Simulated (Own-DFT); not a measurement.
# Computed records: GaP (zincblende, strongly disordered by large displacements), InAs (zincblende, strongly disordered by large displacements)

A calculation, not a measurement: plane-wave PBE density functional theory by an unreviewed code, no spin, of a simulated periodic cell, stress positive in tension, free energy of the whole cell less one offset for each atom, forces on such cells passed a denser k mesh, this cell's mesh not checked; broken bonds can close the gap or carry spin, so checks made on this kind of crystal may not hold here; offsets are fitted by least squares, one for each functional and potential file, so energies compare only between cells with the same atoms and settings and are not formation energies; the far tail of each file's local potential was reset to the Coulomb form; each entry is a single point on an unrelaxed cell, so the pressure reflects the starting lattice, mostly measured values (interpolated for alloys), from which strain is counted, and rises with the displacements; printed positions are rounded, which can move forces by about a meV/angstrom; the program, named Own-DFT, is a retired in-house code; no spin-orbit coupling. Program: Own-DFT development build.

Common to all runs: functional PBE; potential files PseudoDojo norm-conserving, scalar-relativistic, standard set; wave cutoff 42 hartree; occupations Fermi-Dirac; smearing width 0.1 eV; k mesh 3 x 3 x 3 centred on Gamma.

(1) GaP (zincblende, strongly disordered by large displacements)

```
GaP
1.0
     10.9010     0.0000     0.0000
      0.0000    10.9010     0.0000
      0.0000     0.0000    10.9010
Ga P Ga P Ga P Ga P Ga P Ga P Ga P Ga P
4 4 4 4 4 4 4 4 4 4 4 4 4 4 4 4
Direct
  0.98384 0.00832 0.99938
  0.97761 0.25862 0.20678
  0.21542 0.02336 0.25899
  0.25557 0.22845 0.00775
  0.12090 0.13164 0.11531
  0.13568 0.40714 0.41638
  0.37018 0.11172 0.35536
  0.35520 0.37911 0.13968
  0.99271 0.01211 0.51697
  0.00251 0.27418 0.73505
  0.24564 0.00407 0.75434
  0.27198 0.24270 0.51070
  0.13015 0.14238 0.62362
  0.10483 0.40164 0.87594
  0.36501 0.07947 0.85821
  0.35815 0.40316 0.62501
  0.98599 0.48275 0.00726
  0.99428 0.76855 0.25773
  0.23079 0.48165 0.25597
  0.26791 0.76133 0.98038
  0.10767 0.62411 0.13147
  0.14216 0.84849 0.38984
  0.35488 0.62163 0.35399
  0.38805 0.87935 0.14996
  0.01432 0.49153 0.51332
  0.98704 0.77230 0.72607
  0.23957 0.46541 0.78373
  0.28871 0.71407 0.50261
  0.10967 0.64829 0.66917
  0.14250 0.86232 0.88237
  0.36481 0.64392 0.88714
  0.37446 0.90046 0.61190
  0.49469 0.99961 0.01090
  0.49964 0.21369 0.24066
  0.75921 0.97834 0.22512
  0.76153 0.23736 0.98177
  0.60839 0.13492 0.10531
  0.62481 0.42015 0.36040
  0.87852 0.12330 0.39578
  0.88704 0.38939 0.13318
  0.48284 0.03309 0.48971
  0.51071 0.24852 0.72607
  0.77566 0.97100 0.75442
  0.74148 0.23270 0.48413
  0.62965 0.13308 0.65683
  0.63874 0.36145 0.89018
  0.87358 0.11642 0.86902
  0.86931 0.39771 0.59765
  0.48122 0.49062 0.01792
  0.50576 0.75317 0.28109
  0.76638 0.50202 0.28613
  0.77598 0.70572 0.98178
  0.65021 0.63641 0.12623
  0.62939 0.87922 0.37567
  0.89278 0.63358 0.36272
  0.90670 0.85090 0.11628
  0.50784 0.50190 0.46217
  0.49365 0.74349 0.75996
  0.75467 0.50460 0.76262
  0.74925 0.74669 0.52281
  0.60504 0.62886 0.64727
  0.63055 0.86412 0.83001
  0.91351 0.63231 0.86830
  0.85236 0.88285 0.62173
```

```
hardware                          : one NVIDIA H100
free energy of cell above offsets : 2.925 eV
pressure                          : 10.73 GPa
stress xx                         : -13.09 GPa
stress yy                         : -9.05 GPa
stress zz                         : -10.04 GPa
stress yz                         : -1.45 GPa
stress xz                         : 4.38 GPa
stress xy                         : 1.58 GPa
wall time                         : 551.5 s
```

Force:
| element | x (eV/Å) | y (eV/Å) | z (eV/Å) |
| --- | --- | --- | --- |
| Ga | 2.363 | -1.625 | 0.294 |
| Ga | 4.276 | -5.998 | 5.11 |
| Ga | 0.088 | -3.461 | 0.265 |
| Ga | 1.505 | 1.468 | -2.219 |
| P | -2.227 | -0.487 | 0.64 |
| P | 4.59 | -5.655 | -3.881 |
| P | -1.536 | 2.389 | 0.406 |
| P | 1.449 | -2.828 | -1.028 |
| Ga | 2.063 | -1.701 | 0.011 |
| Ga | -0.826 | -0.037 | -0.258 |
| Ga | -5.713 | -3.821 | -4.96 |
| Ga | -0.483 | 1.293 | -1.034 |
| P | -0.565 | -1.339 | 1.035 |
| P | -3.429 | -5.943 | 3.02 |
| P | 6.102 | 6.384 | 5.484 |
| P | 2.116 | -1.465 | -0.287 |
| Ga | 2.19 | 4.552 | -0.939 |
| Ga | 3.683 | -1.403 | 2.27 |
| Ga | -1.79 | 1.95 | -0.586 |
| Ga | -1.752 | 2.188 | 7.189 |
| P | 1.127 | -0.239 | -0.591 |
| P | -1.077 | 2.351 | 0.034 |
| P | 3.11 | -1.907 | -2.117 |
| P | -1.556 | 0.134 | -1.06 |
| Ga | -2.699 | 6.375 | 2.592 |
| Ga | -1.024 | 2.682 | 2.611 |
| Ga | 5.565 | 5.028 | -3.744 |
| Ga | -2.947 | 3.37 | 4.477 |
| P | 4.851 | -4.733 | -3.883 |
| P | -4.448 | 3.507 | -2.383 |
| P | 3.648 | -6.738 | -3.096 |
| P | -0.184 | -2.243 | 0.451 |
| Ga | -0.398 | -2.108 | -1.639 |
| Ga | -1.186 | 3.889 | 0.994 |
| Ga | -0.264 | 0.368 | 0.671 |
| Ga | -0.354 | 0.344 | 2.491 |
| P | 4.238 | -1.02 | -0.901 |
| P | 0.311 | -9.289 | -1.83 |
| P | 0.194 | -0.089 | -4.684 |
| P | -7.515 | 2.348 | -0.573 |
| Ga | 3.404 | -2.428 | 2.539 |
| Ga | -4.752 | 4.581 | 3.524 |
| Ga | -3.386 | 4.737 | 4.321 |
| Ga | -1.581 | 2.392 | 2.049 |
| P | 3.876 | -3.992 | -4.963 |
| P | -2.34 | 2.283 | -1.597 |
| P | 1.266 | 0.558 | -1.669 |
| P | -2.75 | -2.515 | 2.518 |
| Ga | 2.049 | 1.563 | -0.609 |
| Ga | -0.154 | -0.667 | -2.062 |
| Ga | 3.263 | 2.812 | -4.526 |
| Ga | -2.053 | 2.73 | 0.954 |
| P | -1.91 | -1.523 | 1.214 |
| P | 0.907 | 1.212 | 1.685 |
| P | -0.339 | -0.117 | 3.867 |
| P | -3.836 | 2.826 | -3.438 |
| Ga | -5.484 | 4.493 | 5.977 |
| Ga | -2.464 | 1.287 | -0.853 |
| Ga | 0.06 | 0.038 | -0.44 |
| Ga | -1.666 | -1.859 | -2.396 |
| P | 1.966 | -2.277 | -2.934 |
| P | 0.103 | 0.477 | 4.808 |
| P | -0.365 | -1.968 | -1.454 |
| P | 4.689 | -1.136 | -4.868 |

(2) InAs (zincblende, strongly disordered by large displacements)

```
InAs
1.0
     12.1166     0.0000     0.0000
      0.0000    12.1166     0.0000
      0.0000     0.0000    12.1166
In As In As In As In As In As In As In As In As
4 4 4 4 4 4 4 4 4 4 4 4 4 4 4 4
Direct
  0.97009 0.98889 0.98791
  0.01973 0.26041 0.26139
  0.25777 0.98635 0.22723
  0.22893 0.29085 0.98415
  0.10486 0.13506 0.12188
  0.12118 0.38063 0.40092
  0.37267 0.14406 0.37565
  0.38170 0.37274 0.11051
  0.00823 0.98643 0.51763
  0.01139 0.23219 0.77064
  0.25558 0.00052 0.75013
  0.22668 0.23828 0.49941
  0.11531 0.10707 0.65204
  0.10586 0.37438 0.88027
  0.36067 0.11148 0.89043
  0.37273 0.38620 0.64034
  0.99136 0.53137 0.99010
  0.01702 0.76111 0.20516
  0.22142 0.52985 0.23569
  0.24574 0.75725 0.97620
  0.10954 0.63005 0.11199
  0.11856 0.87268 0.37491
  0.35912 0.61332 0.33966
  0.36807 0.87459 0.12871
  0.99903 0.49388 0.51467
  0.01555 0.73628 0.75159
  0.26025 0.47848 0.74276
  0.23831 0.74173 0.50943
  0.10174 0.62587 0.65274
  0.09311 0.87268 0.87525
  0.37095 0.60722 0.85315
  0.38418 0.91002 0.60543
  0.50351 0.99974 0.98534
  0.51983 0.25730 0.24433
  0.74480 0.98216 0.25000
  0.78070 0.26091 0.00501
  0.62543 0.11647 0.12788
  0.62355 0.38530 0.37242
  0.88061 0.14831 0.36409
  0.88570 0.36650 0.12121
  0.48120 0.02481 0.50293
  0.51842 0.21905 0.76767
  0.76685 0.99764 0.72543
  0.73509 0.25857 0.50247
  0.62877 0.12406 0.60815
  0.61325 0.41464 0.87827
  0.85168 0.11169 0.89177
  0.88279 0.38941 0.61587
  0.52076 0.53418 0.00914
  0.50636 0.74701 0.26594
  0.74133 0.48641 0.23757
  0.75195 0.75935 0.99549
  0.64954 0.63971 0.12232
  0.62485 0.85075 0.37033
  0.87185 0.60210 0.37402
  0.89722 0.87907 0.12348
  0.50327 0.50019 0.48782
  0.47476 0.74688 0.74020
  0.76159 0.52807 0.75772
  0.73477 0.77311 0.48673
  0.62707 0.61702 0.63544
  0.62081 0.88404 0.87824
  0.84897 0.64544 0.88011
  0.87926 0.90165 0.63858
```

```
hardware                          : one NVIDIA H200
free energy of cell above offsets : -1.835 eV
pressure                          : 8.92 GPa
stress xx                         : -9.02 GPa
stress yy                         : -8.73 GPa
stress zz                         : -9 GPa
stress yz                         : -2.19 GPa
stress xz                         : 0.61 GPa
stress xy                         : 2.56 GPa
wall time                         : 1151 s
```

Force:
| element | x (eV/Å) | y (eV/Å) | z (eV/Å) |
| --- | --- | --- | --- |
| In | 2.544 | 2.229 | -0.168 |
| In | -0.318 | 0.5 | -0.276 |
| In | -3.356 | 3.908 | 3.084 |
| In | 4.102 | -3.98 | 4.164 |
| As | 1.549 | -1.088 | -1.159 |
| As | 1.001 | 0.983 | -2.15 |
| As | -0.484 | -0.228 | -1.61 |
| As | -0.131 | 1.348 | 0.428 |
| In | 0.223 | 1.652 | -2.655 |
| In | -2.718 | 0.323 | -0.28 |
| In | 0.153 | -1.249 | 0.744 |
| In | 1.207 | -0.33 | 1.779 |
| As | 0.672 | 0.888 | -1.986 |
| As | -2.75 | 4.2 | -3.114 |
| As | -0.297 | 1.936 | -0.17 |
| As | 4.43 | -4.862 | -4.881 |
| In | -1.81 | -2.319 | -0.758 |
| In | -0.383 | 0.211 | 5.678 |
| In | 0.002 | -4.206 | 0.058 |
| In | 0.61 | -0.451 | 0.314 |
| As | 2.729 | -0.682 | -2.669 |
| As | 0.588 | -0.289 | -0.588 |
| As | 2.329 | 1.462 | 3.611 |
| As | 3.374 | -3.155 | -2.956 |
| In | 1.209 | 3.283 | -2.028 |
| In | -6.287 | 5.583 | 4.549 |
| In | -5.625 | 2.68 | 3.09 |
| In | 0.35 | 0.243 | -0.603 |
| As | 5.969 | -6.25 | -6.031 |
| As | 2.589 | 0.814 | -0.191 |
| As | 0.02 | 1.593 | 2.488 |
| As | -3.397 | -5.551 | 3.457 |
| In | -0.785 | 0.566 | 2.495 |
| In | -1.385 | -0.409 | -0.138 |
| In | 0.897 | 1.15 | 0.122 |
| In | -3.995 | -0.661 | -1.322 |
| As | 0.582 | 0.195 | -0.767 |
| As | 0.145 | -0.855 | -0.103 |
| As | -1.379 | -1.955 | 1.507 |
| As | 2.078 | 3.035 | 2.043 |
| In | 2.995 | 2.202 | -3.614 |
| In | -0.791 | 1.511 | 0.448 |
| In | -7.014 | 5.259 | 5.43 |
| In | 2.26 | 0.867 | -0.944 |
| As | 0.11 | -0.477 | 1.579 |
| As | 1.797 | -3.134 | -1.337 |
| As | -0.298 | 0.961 | -2.908 |
| As | -3.326 | -3.356 | 3.991 |
| In | -2.549 | -0.596 | 0.247 |
| In | -2.378 | -1.733 | -3.064 |
| In | 1.64 | 0.437 | -0.102 |
| In | -1.035 | 3.449 | 1.741 |
| As | -0.953 | 0.351 | 2.019 |
| As | -2.584 | 6.106 | -1.8 |
| As | 0.14 | 1.671 | -0.405 |
| As | -5.087 | 0.266 | 0.874 |
| In | -1.559 | 0.893 | 1.252 |
| In | 1.389 | 1.061 | -0.554 |
| In | -0.727 | -3.727 | -1.77 |
| In | 5.112 | -4.541 | 5.345 |
| As | -1.272 | 1.94 | -2.016 |
| As | 1.12 | -1.579 | -2.367 |
| As | 4.273 | -0.096 | -0.9 |
| As | 4.485 | -7.998 | -4.149 |

(3) InAs (zincblende, strongly disordered by large displacements)

```
InAs
1.0
     12.1166     0.0000     0.0000
      0.0000    12.1166     0.0000
      0.0000     0.0000    12.1166
In As In As In As In As In As In As In As In As
4 4 4 4 4 4 4 4 4 4 4 4 4 4 4 4
Direct
  0.97253 0.99659 0.06649
  0.97869 0.22426 0.28624
  0.22511 0.98306 0.21887
  0.22263 0.23247 0.99841
  0.11381 0.11371 0.15289
  0.15865 0.42500 0.40542
  0.38451 0.11320 0.34558
  0.40369 0.35768 0.11710
  0.98573 0.99287 0.54991
  0.98980 0.23176 0.76583
  0.25357 0.01192 0.75123
  0.22742 0.22083 0.47843
  0.09432 0.10229 0.67025
  0.09958 0.35309 0.82414
  0.36872 0.14046 0.83562
  0.34627 0.38230 0.62443
  0.99752 0.48497 0.00626
  0.03380 0.77753 0.22510
  0.26665 0.51657 0.30018
  0.24613 0.73148 0.01003
  0.10855 0.63148 0.10944
  0.11878 0.84671 0.37137
  0.37369 0.61996 0.38958
  0.42908 0.92024 0.12840
  0.03832 0.50568 0.50126
  0.96915 0.73843 0.75724
  0.22978 0.50434 0.75687
  0.24386 0.79884 0.48200
  0.14505 0.59436 0.62159
  0.10549 0.86646 0.86394
  0.34252 0.60991 0.93191
  0.36861 0.83939 0.63420
  0.53811 0.00159 0.02170
  0.48725 0.28660 0.31348
  0.77465 0.01925 0.22911
  0.77751 0.23852 0.02606
  0.59277 0.12933 0.12261
  0.61639 0.43593 0.35789
  0.87237 0.11988 0.38767
  0.82521 0.35813 0.15556
  0.49999 0.98825 0.52639
  0.49458 0.27525 0.76119
  0.77002 0.00470 0.76706
  0.74959 0.29129 0.48243
  0.63044 0.14734 0.62778
  0.63389 0.41642 0.81716
  0.91477 0.11156 0.88691
  0.88874 0.34866 0.63406
  0.48533 0.47023 0.98878
  0.49385 0.82091 0.27246
  0.76748 0.47139 0.27426
  0.80235 0.78494 0.99356
  0.61147 0.63498 0.15342
  0.64424 0.89268 0.41541
  0.87437 0.60189 0.37941
  0.88056 0.85758 0.15604
  0.51076 0.52696 0.50730
  0.52376 0.77273 0.76006
  0.78029 0.49206 0.76219
  0.75663 0.73407 0.45720
  0.61271 0.64646 0.59505
  0.59619 0.92568 0.87414
  0.86391 0.62348 0.83368
  0.88015 0.91816 0.66431
```

```
hardware                          : one NVIDIA H200
free energy of cell above offsets : 36.593 eV
pressure                          : 16.09 GPa
stress xx                         : -16.69 GPa
stress yy                         : -16.34 GPa
stress zz                         : -15.24 GPa
stress yz                         : -3.06 GPa
stress xz                         : 1.44 GPa
stress xy                         : -4.56 GPa
wall time                         : 1252 s
```

Force:
| element | x (eV/Å) | y (eV/Å) | z (eV/Å) |
| --- | --- | --- | --- |
| In | 1.98 | 2.13 | -3.953 |
| In | 3.996 | 4.679 | -3.49 |
| In | 4.121 | -3.485 | 1.962 |
| In | 1.02 | 0.736 | -0.709 |
| As | -1.891 | 4.707 | -1.728 |
| As | 0.876 | -9.597 | -1.437 |
| As | -0.91 | -1.261 | 1.3 |
| As | -2.853 | -2.601 | 2.72 |
| In | 4.123 | 2.632 | -8.206 |
| In | -4.856 | -1.706 | -3.428 |
| In | -0.315 | -3.755 | -0.7 |
| In | 0.275 | 0.078 | 0.914 |
| As | 3.002 | 0.341 | -2.965 |
| As | 5.615 | 6.191 | 5.6 |
| As | 0.53 | 0.432 | 3.602 |
| As | 1.402 | -0.554 | -0.586 |
| In | -0.788 | -0.903 | -0.887 |
| In | 0.389 | -4.208 | -1.209 |
| In | -0.848 | -1.369 | -9.992 |
| In | -3.486 | 7.972 | 2 |
| As | -0.261 | -2.097 | 1.66 |
| As | -3.781 | 5.586 | -0.522 |
| As | 4.444 | 7.511 | 2.868 |
| As | -9.445 | -3.211 | 2.804 |
| In | -9.948 | 1.361 | 2.135 |
| In | 6.362 | 5.223 | -4.41 |
| In | 3.071 | -1.531 | 4.072 |
| In | 5.62 | -4.209 | 4.679 |
| As | -0.247 | 7.188 | -0.214 |
| As | 0.959 | 0.376 | 1.513 |
| As | 4.92 | -5.408 | -5.815 |
| As | -0.344 | 2.019 | 0.641 |
| In | -0.071 | 0.528 | -5.491 |
| In | -0.395 | -0.451 | -1.347 |
| In | -2.648 | 0.711 | 0.783 |
| In | -2.13 | -3.874 | -4.359 |
| As | 4.819 | 8.155 | 6.132 |
| As | -5.307 | -2.067 | 3.635 |
| As | -3.455 | -3.291 | 4.49 |
| As | 5.971 | -1.943 | -2.593 |
| In | -0.774 | 1.455 | 0.821 |
| In | 0.815 | 0.455 | -2.234 |
| In | -6.441 | 4.851 | 4.366 |
| In | -0.901 | -1.026 | 0.631 |
| As | -0.11 | -0.242 | 0.078 |
| As | -7.36 | -3.564 | 4.467 |
| As | -3.071 | -2.415 | 4.348 |
| As | -0.299 | 1.833 | -1.571 |
| In | 3.245 | 2.529 | -1.755 |
| In | 2.093 | -3.981 | 3.08 |
| In | 2.347 | 7.014 | 0.203 |
| In | -2.952 | -2.137 | -2.704 |
| As | 0.425 | 0.073 | -0.387 |
| As | 0.358 | 1.312 | -2.177 |
| As | 3.7 | 0.002 | -0.174 |
| As | -4.146 | -0.588 | 2.177 |
| In | -4.089 | -4.34 | -0.37 |
| In | -0.199 | -2.231 | -0.146 |
| In | 1.801 | -3.711 | -7.025 |
| In | -0.847 | 0.467 | 1.683 |
| As | 4.005 | 4.037 | 4.384 |
| As | 3.822 | -2.951 | -6.009 |
| As | -0.126 | 1.796 | 8.809 |
| As | -0.817 | -9.673 | 0.038 |

(4) InAs (zincblende, strongly disordered by large displacements)

```
InAs
1.0
     12.1166     0.0000     0.0000
      0.0000    12.1166     0.0000
      0.0000     0.0000    12.1166
In As In As In As In As In As In As In As In As
4 4 4 4 4 4 4 4 4 4 4 4 4 4 4 4
Direct
  0.02792 0.06513 0.00328
  0.95560 0.23020 0.27417
  0.28525 0.99959 0.25997
  0.28091 0.24691 0.04405
  0.12248 0.16524 0.10916
  0.14635 0.38551 0.34212
  0.35361 0.10694 0.37819
  0.37060 0.35997 0.14493
  0.95906 0.04524 0.51155
  0.04606 0.23725 0.77135
  0.22808 0.00017 0.76587
  0.20845 0.27152 0.52910
  0.13694 0.10118 0.61372
  0.13666 0.35174 0.86548
  0.39534 0.09181 0.84714
  0.36075 0.35326 0.65260
  0.00281 0.54531 0.01467
  0.97442 0.73521 0.24490
  0.22715 0.51517 0.24364
  0.19575 0.77564 0.04011
  0.15106 0.62506 0.11431
  0.09306 0.87166 0.39658
  0.42028 0.60186 0.37159
  0.34340 0.89755 0.07707
  0.96185 0.44805 0.48820
  0.96804 0.73321 0.74754
  0.23101 0.53102 0.76880
  0.27165 0.73852 0.57296
  0.13880 0.62967 0.65952
  0.14521 0.86084 0.84589
  0.37002 0.64989 0.87323
  0.30774 0.89418 0.63825
  0.50664 0.02485 0.02248
  0.54868 0.20140 0.30022
  0.77864 0.98806 0.23982
  0.75046 0.27956 0.01448
  0.62731 0.08833 0.15063
  0.64387 0.36579 0.36298
  0.87075 0.12226 0.38058
  0.86701 0.36961 0.11788
  0.55773 0.02075 0.46599
  0.46511 0.24955 0.76763
  0.74173 0.00579 0.74117
  0.74488 0.24519 0.52568
  0.63387 0.12338 0.60405
  0.56105 0.40860 0.82664
  0.85546 0.20715 0.86289
  0.88403 0.36193 0.65529
  0.48471 0.50157 0.99985
  0.50302 0.73937 0.22713
  0.76754 0.46689 0.24717
  0.73295 0.74216 0.93452
  0.58190 0.62546 0.07321
  0.56130 0.87978 0.36455
  0.90539 0.57493 0.28925
  0.84241 0.91046 0.07737
  0.50746 0.50253 0.51929
  0.53124 0.71927 0.75409
  0.80416 0.49023 0.74094
  0.70191 0.73269 0.49260
  0.63339 0.61010 0.59481
  0.66342 0.89334 0.84503
  0.90638 0.62106 0.86500
  0.90746 0.88306 0.63937
```

```
hardware                          : one NVIDIA H200
free energy of cell above offsets : 39.702 eV
pressure                          : 16.71 GPa
stress xx                         : -12.29 GPa
stress yy                         : -21.46 GPa
stress zz                         : -16.38 GPa
stress yz                         : 0.34 GPa
stress xz                         : -2.07 GPa
stress xy                         : -7.42 GPa
wall time                         : 1240 s
```

Force:
| element | x (eV/Å) | y (eV/Å) | z (eV/Å) |
| --- | --- | --- | --- |
| In | -5.492 | -5.815 | -5.619 |
| In | 5.762 | 6.263 | -6.176 |
| In | -4.387 | -5.725 | -5.685 |
| In | -1.342 | -3.112 | -6.476 |
| As | 1.364 | 2.618 | 7.328 |
| As | -3.937 | -5.149 | 4.29 |
| As | 3.809 | 5.976 | 6.519 |
| As | 4.834 | 5.458 | 4.227 |
| In | 4.96 | -4.763 | 5.069 |
| In | -3.953 | -5.345 | -4.881 |
| In | 0.642 | 6.161 | 2.123 |
| In | 1.111 | 1.074 | -1.609 |
| As | -1.635 | 0.56 | -0.447 |
| As | 4.923 | 6.793 | 5.73 |
| As | -0.31 | -1.604 | 2.647 |
| As | -1.985 | 4.114 | -3.434 |
| In | -0.299 | -3.713 | 0.974 |
| In | 2.435 | 6.92 | -0.952 |
| In | 5.527 | 1.191 | 0.626 |
| In | 1.105 | 6.219 | -4.721 |
| As | -2.403 | -3.438 | 1.64 |
| As | 0.556 | -0.028 | -0.786 |
| As | -2.785 | 1.163 | -1.331 |
| As | 2.216 | 0.761 | 1.873 |
| In | 1.674 | 1.586 | -1.988 |
| In | 4.847 | 4.854 | -4.784 |
| In | 4.55 | -6.286 | 5.045 |
| In | -0.103 | -5.904 | -5.51 |
| As | -7.34 | 2.176 | -5.423 |
| As | -4.134 | -4.566 | 3.481 |
| As | -0.14 | 0.249 | 0.917 |
| As | 5.762 | 4.489 | -1.344 |
| In | -2.195 | -1.615 | -3.438 |
| In | -2.539 | 0.085 | -0.367 |
| In | -0.512 | -0.614 | 2.98 |
| In | -5.846 | -2.989 | -2.536 |
| As | 2.032 | 2.694 | 0.201 |
| As | -0.955 | 0.532 | 2.854 |
| As | -8.072 | -1.594 | -0.092 |
| As | 6.207 | 1.317 | 0.949 |
| In | -2.544 | 4.215 | 2.303 |
| In | 2.488 | -1.901 | 0.491 |
| In | 5.707 | 6.033 | -5.18 |
| In | 3.061 | 4.306 | -2.688 |
| As | -2.675 | -1.203 | 5.28 |
| As | 3.076 | 1.853 | 0.72 |
| As | 0.353 | -2.664 | -1.881 |
| As | 3.506 | -7.481 | -3.845 |
| In | -5.635 | -6.62 | -3.045 |
| In | -1.175 | 0.101 | -0.802 |
| In | -5.852 | -0.13 | -0.332 |
| In | 1.092 | -2.751 | 3.008 |
| As | 6.907 | 6.113 | 3.562 |
| As | 2.099 | -6.515 | -3.575 |
| As | 2.014 | -1.351 | 4.058 |
| As | 2.383 | -2.048 | -2.542 |
| In | -3.683 | -5.589 | -1.128 |
| In | -0.38 | 0.922 | -0.007 |
| In | -5.928 | 5.617 | 3.839 |
| In | 3.991 | 7.303 | -5.663 |
| As | 1.526 | -3.274 | 8.239 |
| As | -7.126 | -3.59 | 4.53 |
| As | -4.785 | -3.842 | 4.457 |
| As | -2.373 | 1.502 | -1.67 |
